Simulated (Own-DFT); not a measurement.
# Which arrangement is lower? C16Si16, 32 atoms

The numbers are computed, not measured, by runs of the plane-wave DFT program Own-DFT (in-house, retired, unreviewed) at fixed positions, with no spin and no spin-orbit coupling.

Method: PBE; PseudoDojo norm-conserving scalar-relativistic files; cutoff 42 hartree; 5 x 5 x 3 k mesh centred on Gamma; Fermi-Dirac smearing of 0.1 eV.

Known weak points: forces on such cells passed a denser k mesh, each cell not checked; stress not checked against mesh or cutoff.

All cells hold the same atoms in the same cell, with vectors in Å (6.165, 0.000, 0.000); (-3.083, 5.339, 0.000); (0.000, 0.000, 10.068). Every atom was moved at random from its ideal site; u is the rms move along one axis. E is the free energy of the cell above the lowest run. The arrangements:

- A: 2H SiC
- B: 4H SiC

| arrangement | u (Å) | E (eV) | P (GPa) |
|---|---|---|---|
| A | 0.0282 | 0.262 | 3.97 |
| A | 0.0307 | 0.396 | 3.98 |
| A | 0.0313 | 0.394 | 3.82 |
| A | 0.0573 | 3.156 | 5.76 |
| A | 0.0617 | 4.284 | 6.80 |
| A | 0.0633 | 4.267 | 6.63 |
| B | 0.0279 | 0.000 | 3.54 |
| B | 0.0302 | 0.103 | 3.77 |
| B | 0.0307 | 0.007 | 3.63 |
| B | 0.0573 | 2.553 | 5.64 |
| B | 0.0595 | 3.157 | 5.90 |
| B | 0.0647 | 3.882 | 6.29 |

The question: once the cost of the random moves is taken out, how do the arrangements rank?

## Working it out

Fit E = a + b u², with one b for all and one a for each arrangement, and with residuals divided by u², since the noise grows with the moves. Then b = 1186 eV/Å², the scatter at u = 0.04 Å is 0.13 eV, and against A:

- B: -0.30 ± 0.06 eV (lower)

The cells share one lattice and weren't relaxed, which can shift such small differences either way.
